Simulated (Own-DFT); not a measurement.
# Biaxial strain at fixed height in wurtzite AlGaN with randomly placed atoms, 72 atoms (Al27Ga9N36)

Calculated, not measured: single-point runs of Own-DFT, a retired in-house plane-wave DFT program that no person has reviewed, on unrelaxed cells, without spin or spin-orbit coupling.

Settings: PBE; PseudoDojo norm-conserving scalar-relativistic files; cutoff 42 hartree; 4 x 4 x 3 k mesh centred on Gamma; Fermi-Dirac smearing of 0.1 eV.

Caveats: forces on such cells passed a denser k mesh, each cell not checked; stress not checked against mesh or cutoff.

Unstrained cell vectors in Å: (9.394, 0.000, 0.000); (-4.697, 8.135, 0.000); (0.000, 0.000, 10.066). The unstrained cell has measured lattice constants (interpolated for alloys), not those of this functional. That, the random moves and any unrelaxed bonds set the pressure at no strain. Each run strains x and y alike by e, as a substrate would, and holds the height along z. Each coordinate of each atom was shifted by a normal deviate of width 0.05 Å. The random placing of the alloy's atoms differs from row to row. Stress is positive in tension.

| e (%) | u (Å) | (s_xx + s_yy)/2 (GPa) | s_zz (GPa) |
|---|---|---|---|
| -2.75 | 0.048 | -24.63 | -10.87 |
| -2.25 | 0.051 | -21.42 | -10.38 |
| -1.75 | 0.048 | -17.98 | -6.99 |
| -1.50 | 0.050 | -15.81 | -8.39 |
| -1.00 | 0.051 | -12.55 | -7.79 |
| -0.50 | 0.048 | ? | ? |
| 0.50 | 0.049 | -3.91 | -6.43 |
| 2.50 | 0.055 | 5.57 | -4.11 |
| 2.75 | 0.050 | 6.83 | -2.57 |
| 3.00 | 0.052 | 7.85 | -1.69 |

## Analysis

With e as a fraction, the in-plane stress is -6.7 + 574 e - 3074 e² GPa (errors 4 and 275, scatter 0.22), and s_zz is -6.5 + 136 e GPa (slope ± 15, scatter 0.97). At e = 0 the first slope is C11 + C12 and the second 2 C13, both with the ions held to the strained lattice and at the cell's own pressure. The term in e² is negative: the layer stiffens under compression and softens under tension. A free layer would change its height as e changes, and the in-plane slope would drop by 2 C13²/C33 to the biaxial modulus. At fixed height, a misfit of 1 % moves the in-plane stress by about 5.7 GPa and s_zz by 1.4 GPa.

## Prediction

Asked: what are the two stresses at e = -0.50 %?

The fit gives -9.6 and -7.2 GPa. The hidden result is -10.05 and -5.36 GPa.
